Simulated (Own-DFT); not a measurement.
# Computed records: Hf₃₆O₇₁ (tetragonal hafnia with one neutral oxygen vacancy, atoms displaced)

Computed with Own-DFT development build. A calculation, not a measurement: plane-wave PBE and HSE06 DFT by an unreviewed code, no spin, of a simulated cell at Gamma alone, so results move with cell size and shape, stress positive in tension, energies less offsets, not probed for a lower state with spin; hafnium file: forces about 75 meV/angstrom off all-electron values; oxygen file: force components 24 meV/angstrom off all-electron in a glass; k mesh not checked against a denser one; forces and stress are PBE's, HSE06 gives the energy alone, and its difference from PBE has offsets of its own; offsets are fitted by least squares, one for each functional and potential file, so energies compare only between cells with the same atoms and settings and are not formation energies; the far tail of each file's local potential was reset to the Coulomb form; each entry is a single point on an unrelaxed cell, so the pressure reflects the starting lattice, taken from the Materials Project, from which strain is counted, and rises with the displacements; printed positions are rounded, which can move forces by about a meV/angstrom; the program is a retired in-house code; no spin-orbit coupling.

Settings shared by all entries: first functional PBE; second functional HSE06; exact exchange share 0.25; screening 0.11 1/bohr; exchange divergence Gygi-Baldereschi; potential files PseudoDojo norm-conserving, scalar-relativistic, made for PBE, standard set; wave cutoff 48 hartree; occupations fixed; k mesh 1 x 1 x 1 centred on Gamma.

(1) 
```xyz
107
Lattice="10.7800 0.0000 0.0000 0.0000 10.7800 0.0000 0.0000 0.0000 10.4493" Properties=species:S:1:pos:R:3:force_x:R:1:force_y:R:1:force_z:R:1 formula=Hf36O71 PBE_energy_of_cell_above_offsets=-100.339 HSE06_less_PBE_above_offsets=-0.117 PBE_pressure=1.18 PBE_stress_xx=-1.76 PBE_stress_yy=0.06 PBE_stress_zz=-1.84 PBE_stress_yz=0.27 PBE_stress_xz=0.35 PBE_stress_xy=-0.04
Hf     0.0009     0.0324     0.0823     -0.684      -1.15      -1.33
Hf     1.7632     1.8053     2.6559      0.872     -0.626     -0.185
O      0.0125     1.7508     1.6307     -0.598      0.204     -0.447
O      1.8020    10.7707     3.6369      0.487      0.391      0.011
O      0.0653     1.7208     4.2157     -0.622      1.866     -0.485
O      1.8305    10.7342     1.0603     -0.283       0.29     -0.538
Hf    10.7753     0.0265     5.2221     -0.183     -0.968      0.499
Hf     1.8569     1.7541     7.8312     -1.565      0.773      -0.03
O     10.7739     1.8178     6.8362      0.385      0.139     -0.179
O      1.8037     0.0292     8.8378      0.283     -1.122      0.183
O     10.7717     1.7751     9.3792       0.27      0.537      1.469
O      1.7856     0.0129     6.1998      0.746      0.093      0.738
Hf     0.0001     3.5573     0.0136     -0.333     -0.526     -1.514
Hf     1.7520     5.3733     2.5929      1.469       1.17      0.829
O     10.7188     5.3817     1.6810      1.816          0     -1.652
O      1.8044     3.5810     3.5934      -0.31      0.465      0.253
O      0.0069     5.3642     4.2292     -0.216       0.28     -0.116
O      1.7487     3.6021     1.0025      0.502      0.273      0.095
Hf    10.7564     3.6393     5.2154      1.136     -1.497      0.474
Hf     1.7674     5.3630     7.8058      0.713      0.408      0.298
O     10.7386     5.4149     6.8586      1.102     -0.179     -0.964
O      1.7936     3.6036     8.8174      0.033     -0.172      0.255
O     10.7348     5.3960     9.4123      0.277     -0.964      0.395
O      1.8475     3.6217     6.2296     -0.784      0.256     -0.293
Hf    10.7620     7.1159    10.4344     -0.203        2.5     -0.068
Hf     1.7975     9.0437     2.5682     -0.827     -1.196      0.274
O     10.7533     8.9662     1.5732      0.257      0.539      0.776
O      1.8027     7.1633     3.7015      -0.07      0.197     -0.993
O      0.0211     8.9990     4.2087     -0.626      0.083     -0.134
O      1.8177     7.2176     1.0401     -0.319      -0.55     -0.231
Hf    10.7719     7.2172     5.2712      0.496      0.598     -0.577
Hf     1.8466     8.9836     7.8211     -1.709     -0.232      0.746
O      0.0486     8.9602     6.7806     -0.128     -0.173      0.383
O      1.8177     7.1926     8.8894      0.054      -0.24      -0.52
O     10.7237     8.9866     9.4338        0.7      0.052      0.473
O      1.8667     7.1828     6.2484     -0.731     -0.018      0.405
Hf     3.6399    10.7753    10.4342      -0.41     -0.006      0.656
Hf     5.3991     1.7961     2.6527     -0.596      0.025     -0.417
O      3.5782     1.8263     1.5909      0.475     -0.153      0.469
O      5.4293    10.7312     3.6625     -0.331      1.117     -0.555
O      3.5988     1.8596     4.2336      0.357     -1.408      -0.26
O      5.4689     0.0326     1.0066     -2.174     -0.023      0.958
Hf     3.5787    10.7309     5.2424     -0.103      1.139     -0.503
Hf     5.3924     1.7820     7.8282      0.441     -0.253       0.58
O      3.6240     1.7900     6.8227      0.376      0.009     -0.013
O      5.4076    10.7519     8.9098     -0.235      0.654     -0.957
O      3.5460     1.7671     9.4351      0.473      0.755     -0.117
O      5.4187     0.0005     6.1813     -0.729      0.149       1.12
Hf     3.5995     3.6207     0.0160       -0.4     -0.285     -0.064
Hf     5.3780     5.3482     2.6245      0.462      1.123     -0.069
O      3.6211     5.3957     1.5914     -1.012      -0.27     -0.187
O      5.4080     3.6662     3.6701      0.232      -2.12      -0.22
O      3.6333     5.3910     4.1673     -0.144     -0.024      0.622
O      5.3679     3.6262     1.0350      0.282     -0.285      0.075
Hf     3.6413     3.5934     5.2243     -0.725      0.933     -0.361
Hf     5.3997     5.3496     7.7835      0.195      0.769      0.812
O      3.6039     5.4180     6.8006      0.296     -0.241      0.123
O      5.4048     3.5676     8.8488     -0.327     -0.009     -0.292
O      3.6088     5.3844     9.4362     -0.088     -0.262     -0.124
O      5.4342     3.5936     6.1839     -0.584     -0.281       1.25
Hf     3.6085     7.1906    10.4031     -0.289     -0.438      0.478
Hf     5.3609     8.9821     2.6367      0.424     -0.543     -0.451
O      3.5943     9.0617     1.5624      0.857     -0.343      0.374
O      5.4133     7.1717     3.6654     -0.111      0.669     -0.275
O      3.5943     9.0254     4.2117      0.275      -0.99     -0.212
O      5.4127     7.1612     1.0212     -1.299      0.494      0.474
Hf     3.6404     7.1923     5.2521     -0.744     -0.795      -1.12
Hf     5.3850     8.9891     7.8175      0.988     -0.692      0.848
O      3.6008     9.0181     6.8201      0.347      0.223     -0.406
O      5.3527     7.1660     8.8664        0.1      0.047     -0.468
O      3.6209     8.9890     9.4370     -0.102      0.171     -0.462
O      5.4068     7.2068     6.2722      0.144      0.201      0.084
Hf     7.1468     0.0055     0.0235       1.81     -0.418     -1.254
Hf     8.9643     1.7915     2.6291     -0.251      -1.62     -0.586
O      7.1568     1.7726     1.5869      0.333      0.553      0.671
O      7.1927     1.7831     4.2212     -0.139     -0.333     -0.687
O      8.9282    10.7558     1.0341      0.841      0.416       0.57
Hf     7.1791    10.7781     5.2022      1.029     -0.414      0.305
Hf     8.9187     1.8417     7.7963      2.395      -1.56      1.374
O      7.2398     1.7904     6.7989     -2.029      0.287     -0.513
O      8.9928    10.7746     8.8581     -0.399      0.646     -0.353
O      7.1867     1.8171     9.4312     -0.185     -0.147     -0.153
O      9.0044     0.0412     6.2262     -0.517     -0.252     -0.762
Hf     7.1620     3.6156     0.0108       0.15      0.002     -0.131
Hf     9.0326     5.3583     2.5943     -2.993      0.785      1.216
O      7.1815     5.3995     1.5739      0.399     -0.313      0.435
O      8.9472     3.5056     3.6150      0.641      1.014       0.31
O      7.2174     5.3769     4.2045      0.085     -0.052      0.551
O      8.9830     3.5865     0.9693      0.136     -0.078      0.529
Hf     7.1856     3.5153     5.2329        0.7      2.214     -0.636
Hf     8.9978     5.3192     7.8157     -1.213       1.63      0.857
O      7.1883     5.3703     6.8074     -0.031     -0.099       0.27
O      8.9851     3.5829     8.8325     -0.037      0.014      0.208
O      7.2152     5.3664     9.4660     -0.187      0.523     -0.439
O      9.0139     3.6054     6.2383     -0.549      0.067     -0.031
Hf     7.1245     7.1957     0.0624      1.644     -0.195     -0.856
Hf     8.9506     8.9929     2.6476      0.766     -0.021     -0.563
O      7.1972     8.9881     1.5835      -0.82     -0.249      0.604
O      8.9970     7.1679     3.6409       0.06       0.22     -0.048
O      7.1820     9.0021     4.2030      0.584     -0.048     -0.237
O      8.9968     7.2245     1.0492     -0.316     -0.643     -0.469
Hf     7.1896     7.2430     5.2210      0.522     -1.586     -0.208
Hf     8.9743     8.9905     7.8364      1.024      0.413      0.593
O      7.1964     9.0201     6.8268     -0.589     -0.028     -0.408
O      9.0043     7.2458     8.7722      0.061     -1.828      0.633
O      7.1922     8.9469     9.4410     -0.431      0.435      0.011
O      8.9780     7.1991     6.2467     -0.225      0.105     -0.492
```

Units: PBE_energy_of_cell_above_offsets, HSE06_less_PBE_above_offsets in eV; PBE_pressure, PBE_stress_xx, PBE_stress_yy, PBE_stress_zz, PBE_stress_yz, PBE_stress_xz, PBE_stress_xy in GPa; force_x, force_y, force_z in eV/Å.

(2) 
```xyz
107
Lattice="10.7800 0.0000 0.0000 0.0000 10.7800 0.0000 0.0000 0.0000 10.4493" Properties=species:S:1:pos:R:3:force_x:R:1:force_y:R:1:force_z:R:1 formula=Hf36O71 PBE_energy_of_cell_above_offsets=-101.042 HSE06_less_PBE_above_offsets=-0.135 PBE_pressure=0.89 PBE_stress_xx=-0.7 PBE_stress_yy=-0.31 PBE_stress_zz=-1.66 PBE_stress_yz=0.17 PBE_stress_xz=-0.41 PBE_stress_xy=-0.03
Hf     0.0332     0.0304    10.4464      -0.53     -0.401     -0.004
Hf     1.8010     1.8204     2.5952     -0.962     -1.051      0.331
O     10.7457     1.8032     1.5483      0.303     -0.101      0.521
O      1.7931    10.7649     3.6310     -0.012      0.417     -0.565
O      0.0188     1.8198     4.2238     -0.173     -0.025     -0.494
O      1.8038    10.7513     0.9861      0.568      0.338      0.243
Hf    10.7495     0.0102     5.2423      0.474      0.372     -0.588
Hf     1.8039     1.7539     7.8336     -0.615      1.347      0.076
O     10.7751     1.8290     6.7581     -0.012     -0.862      0.858
O      1.8068    10.7571     8.8575     -0.365      0.374     -0.111
O      0.0003     1.7695     9.4167     -0.143      0.304     -0.196
O      1.8134    10.7527     6.1981     -0.391      0.305       0.55
Hf    10.7057     3.5598     0.0478      0.806       0.36      -1.38
Hf     1.8193     5.3261     2.6585     -0.896      1.481     -0.663
O      0.0143     5.4215     1.6069     -0.099     -0.183      0.348
O      1.8299     3.5859     3.6265      0.228      0.018      0.171
O     10.7243     5.3739     4.1845      0.587      0.743     -0.116
O      1.7508     3.5458     1.0028      0.596      0.151      0.804
Hf    10.7298     3.6590     5.2178      0.692     -0.958      0.673
Hf     1.8345     5.4488     7.8318     -1.498     -1.667      0.485
O     10.7712     5.4019     6.8338      0.304     -0.054     -0.012
O      1.8180     3.5244     8.8845      0.373      0.846     -0.475
O      0.0070     5.3156     9.4387      0.011      1.197       0.41
O      1.7190     3.5571     6.2569      1.358      0.298     -0.662
Hf     0.0282     7.2168     0.0239      0.385     -0.984     -0.591
Hf     1.7940     9.0066     2.5700      0.171      0.047      0.103
O      0.0273     8.9840     1.5549     -0.708     -0.046      0.381
O      1.8340     7.2269     3.6342      0.061     -1.125     -0.063
O      0.0004     8.9672     4.1780     -0.182      0.692       0.16
O      1.8018     7.2330     1.0123      0.309     -0.053     -0.119
Hf     0.0092     7.2184     5.2063     -1.144     -0.497          0
Hf     1.7880     9.0105     7.8605      0.224     -0.279     -0.239
O     10.7776     8.9546     6.8486     -0.087      0.457     -0.255
O      1.8079     7.1969     8.8398     -0.326      0.288      0.151
O     10.6928     8.9842     9.4469       0.35      0.204     -0.222
O      1.7166     7.1750     6.2266       1.93     -0.147      0.242
Hf     3.7030     0.0151    10.4460      -1.94     -0.231     -0.744
Hf     5.3477     1.7456     2.6564      1.107      1.706     -0.697
O      3.5852     1.7876     1.6099      0.282       0.15     -0.278
O      5.3737     0.0368     3.6213     -0.134     -1.155      0.196
O      3.5436     1.7665     4.1986      0.483      0.752      0.086
O      5.3922    10.7587     0.9905      0.766      0.337       0.92
Hf     3.6136     0.0243     5.2540     -0.525     -0.987     -0.327
Hf     5.4225     1.8174     7.8511      0.116       0.26      0.071
O      3.6241     1.8533     6.8712     -0.464     -0.441      -0.84
O      5.3823    10.7609     8.8356      0.065      0.817      0.344
O      3.6117     1.8245     9.4162      0.223     -0.735      0.673
O      5.4033     0.0152     6.2143     -0.089      0.048      0.405
Hf     3.5649     3.5870     0.0447      0.186      0.073     -1.181
Hf     5.3855     5.3959     2.5799      -0.07     -0.429     -0.168
O      3.5572     5.4058     1.5641      0.308     -0.338      0.161
O      5.4126     3.6344     3.5942     -0.209     -1.017       0.56
O      3.6519     5.3781     4.2001     -0.507      0.017      0.028
O      5.4384     3.5993     1.0447     -1.234     -0.029     -0.427
Hf     3.5852     3.5652     5.2408     -0.571      0.205      0.599
Hf     5.3625     5.4102     7.8185       0.66      -0.36      0.315
O      3.5688     5.3547     6.7926      0.102       0.08     -0.278
O      5.3870     3.5773     8.8645      0.331      0.127     -0.013
O      3.5816     5.4351     9.4038     -0.029     -1.225       0.11
O      5.3923     3.5657     6.2638       0.02      -0.05     -0.489
Hf     3.6243     7.1531     0.0022     -0.887      0.969     -0.394
Hf     5.3408     8.9793     2.6352      0.358     -0.094      0.002
O      3.6243     8.9868     1.5534     -0.081      0.157      0.542
O      5.4221     7.1636     3.6082     -0.022      0.448      0.277
O      3.5924     8.9711     4.1903       0.64      0.314      0.186
O      5.3692     7.1818     0.9961      0.715      0.125      0.486
Hf     3.5468     7.1762     5.1984      0.061       0.23      0.383
Hf     5.3925     9.0153     7.8527     -0.097     -1.185     -0.508
O      3.5734     9.0290     6.8216      0.368     -0.361     -0.015
O      5.3813     7.1428     8.8491      0.063      1.299       0.27
O      3.5418     8.9995     9.4308      0.611     -0.284      0.121
O      5.3796     7.1400     6.2989      -0.48     -0.006     -0.927
Hf     7.2031     0.0041     0.0200      0.735      0.849     -0.619
Hf     8.9658     1.8532     2.6100      0.288     -0.785      0.099
O      7.2138     1.8255     1.6134     -0.957     -0.359     -0.312
O      8.9725     0.0286     3.5709      0.119     -0.395      0.427
O      7.1743     1.7881     4.2317     -0.093       0.24     -0.155
O      8.9661    10.7768     0.9733      0.485     -0.146      0.228
Hf     7.2031    10.7663     5.2396      0.286      0.113     -0.002
Hf     8.9786     1.8034     7.8174      0.932     -0.148      0.395
O      7.2462     1.7686     6.7975     -0.986      0.376      0.743
O      8.9278    10.7769     8.8496     -0.286      0.693     -0.196
O      8.9769     0.0139     6.2587      0.203     -0.342     -0.275
Hf     7.1829     3.5726    10.4416     -0.359     -0.097     -0.526
Hf     8.9308     5.3950     2.5927      0.736      0.298       0.08
O      7.1508     5.3763     1.5316      0.539      0.722      0.693
O      8.9493     3.6192     3.5971      -0.04     -0.152      0.431
O      7.2191     5.3817     4.2308     -0.102      0.148     -0.579
O      8.9610     3.6295     1.0436     -0.219     -0.011      0.098
Hf     7.1740     3.5957     5.2215      0.261     -0.042      0.265
Hf     8.9595     5.3883     7.8264      0.636      0.125      0.081
O      7.1882     5.3535     6.8188     -0.436      0.092     -0.246
O      8.9734     3.6160     8.8607     -0.424     -1.104      0.161
O      7.1602     5.3525     9.4209      0.166      0.913       0.36
O      9.0177     3.6246     6.2414     -1.221     -0.102     -0.042
Hf     7.2045     7.2271     0.0411     -0.327     -0.789     -1.255
Hf     8.9846     8.9741     2.5905      0.551      0.422      0.368
O      7.1916     9.0119     1.6214      -0.58     -0.521     -0.131
O      8.9999     7.1911     3.6373      -0.45      0.066     -0.556
O      7.1736     9.0046     4.2514     -0.047     -0.507     -0.645
O      9.0051     7.2123     0.9765     -0.491     -0.015      0.538
Hf     7.1589     7.1681     5.2260      0.573      0.521      0.624
Hf     8.9765     8.9618     7.8648     -0.102      0.276     -0.584
O      7.1532     8.9579     6.7688      0.204      0.138      0.801
O      8.9582     7.1926     8.8020      -0.26     -0.405       0.85
O      7.1849     9.0393     9.4231     -0.294     -1.127      0.235
O      9.0088     7.1826     6.2535     -0.759      0.067     -0.543
```

Units: PBE_energy_of_cell_above_offsets, HSE06_less_PBE_above_offsets in eV; PBE_pressure, PBE_stress_xx, PBE_stress_yy, PBE_stress_zz, PBE_stress_yz, PBE_stress_xz, PBE_stress_xy in GPa; force_x, force_y, force_z in eV/Å.
